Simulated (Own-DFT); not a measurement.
# Energy and forces against displacement in zincblende GaP, 64 atoms (Ga32P32)

These are calculations, not measurements. They come from Own-DFT, an in-house plane-wave density functional program, since retired, whose code no person has reviewed. Each row is one single-point run on a periodic cell that was not relaxed, without spin or spin-orbit coupling.

Settings of every run: PBE; PseudoDojo norm-conserving scalar-relativistic files; cutoff 42 hartree; 3 x 3 x 3 k mesh centred on Gamma; Fermi-Dirac smearing of 0.1 eV.

Known limits, some of them of some rows only: some atoms lie very close together; forces on such cells passed a denser k mesh, each cell not checked; stress not checked against mesh or cutoff.

Cell vectors in Å: (10.901, 0.000, 0.000); (0.000, 10.901, 0.000); (0.000, 0.000, 10.901). In each run every atom was moved at random and independently from its ideal site; u is the rms move along one axis. E is the free energy for each atom above the fitted value at u = 0, and F the rms of the force components.

| run | u (Å) | E (meV/atom) | F (eV/Å) | largest force (eV/Å) | P (GPa) |
|---|---|---|---|---|---|
| 1 | 0.0193 | 6.6 | 0.242 | 0.69 | 2.69 |
| 2 | 0.0224 | 8.7 | 0.287 | 0.96 | 2.72 |
| 3 | 0.0495 | ? | ? | ? | ? |
| 4 | 0.0516 | 48.3 | 0.751 | 2.49 | 3.33 |
| 5 | 0.0554 | 56.9 | 0.828 | 2.60 | 3.41 |
| 6 | 0.0970 | 170.5 | 1.520 | 5.18 | 5.19 |
| 7 | 0.0998 | 161.2 | 1.442 | 6.47 | 4.89 |
| 8 | 0.1024 | 192.7 | 1.708 | 6.73 | 5.45 |
| 9 | 0.1425 | 384.4 | 2.606 | 10.11 | 8.52 |
| 10 | 0.1910 | 645.0 | 3.564 | 15.15 | 11.08 |

## Worked fit

For small independent moves the energy grows as E = (3/2) K u², with K the mean stiffness felt by one atom. The runs with u up to 0.11 Å give K = 11.9 ± 0.3 eV/Å², with residuals divided by u² + 0.0006 Å², since the noise grows with the moves. The scatter is 2.5 meV/atom at u = 0.05 Å. The forces follow F = G u with G = 14.6 eV/Å²; no force at u = 0 is resolved. G exceeds K because the moves of its neighbours add to the force on an atom, and stiffness differs between atoms. At u = 0.191 Å the parabola gives 649 meV/atom and the run 645. The pressure follows P = 2.61 + 258 u² GPa: at fixed volume, shortened bonds push harder than stretched ones pull.

## Withheld run

Question: what energy and rms force should run 3 give?

The fit gives 44 ± 3 meV/atom and about 0.72 eV/Å. The calculation gave 47.2 meV/atom and 0.743 eV/Å.
